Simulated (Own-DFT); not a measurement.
# What a defect does to the pressure of its cell: C40 NbSi2

Calculated, not measured: single-point runs of Own-DFT, a retired in-house plane-wave DFT program that no person has reviewed, on unrelaxed cells, without spin or spin-orbit coupling.

Settings: PBE; PseudoDojo norm-conserving scalar-relativistic files; cutoff 42 hartree; 4 x 4 x 5 k mesh centred on Gamma; cold (Marzari-Vanderbilt) smearing of 0.2 eV.

Limits: forces on such cells failed a check on a denser k mesh; stress not checked against mesh or cutoff.

All runs share one cell, with vectors in Å (0.000, 8.324, 0.000); (-9.613, 0.000, 0.000); (0.000, 0.000, 6.586) and a volume of 527.0 Å³. Atoms were moved at random from their sites; u is the rms move along one axis. The defect's site can differ from row to row.

```
cell,formula,u (Å),P (GPa)
no defect,Nb12Si24,0.0215,1.56
no defect,Nb12Si24,0.0216,1.58
no defect,Nb12Si24,0.0504,2.55
two Nb vacancies,Nb10Si24,0.0289,-0.09
two Nb vacancies,Nb10Si24,0.0303,-0.08
two Nb vacancies,Nb10Si24,0.0535,?
two Nb vacancies,Nb10Si24,0.0539,1.03
two Nb on a Si site each,Nb14Si22,0.0297,7.65
two Nb on a Si site each,Nb14Si22,0.0504,8.96
two Nb on a Si site each,Nb14Si22,0.0525,9.16
two Si on a Nb site each,Nb10Si26,0.0301,1.67
two Si on a Nb site each,Nb10Si26,0.0307,1.61
two Si on a Nb site each,Nb10Si26,0.0518,2.60
one Si vacancy,Nb12Si23,0.0258,0.90
one Si vacancy,Nb12Si23,0.0329,1.08
one Si vacancy,Nb12Si23,0.0517,1.96
```

## Working it out

P = P0 + c u² + a shift for each defect gives P0 = 1.24 GPa, c = 572 ± 37 GPa/Å² and a scatter of 0.13 GPa. The shifts, and each times the cell's volume:

- two Nb on a Si site each: 6.18 ± 0.11 GPa, 20.3 eV (10.2 eV for each of its 2 sites)
- two Si on a Nb site each: -0.14 ± 0.11 GPa, -0.5 eV (-0.2 eV for each of its 2 sites) (not resolved)
- one Si vacancy: -0.77 ± 0.11 GPa, -2.5 eV
- two Nb vacancies: -1.84 ± 0.11 GPa, -6.0 eV (-3.0 eV for each of its 2 sites)

A positive shift means that the defect pushes the cell outwards. Shift times volume (160.2 GPa Å³ is 1 eV) depends little on the cell's size, so, taken for each site, it can be compared between cells at like pressure. The atoms around the defects weren't relaxed, which would change these numbers.

## Test on the hidden row

Asked: what pressure belongs in the blank (two Nb vacancies, u = 0.0535 Å)?

The fitted form gives 1.03 ± 0.16 GPa. DFT gave 0.99 GPa.
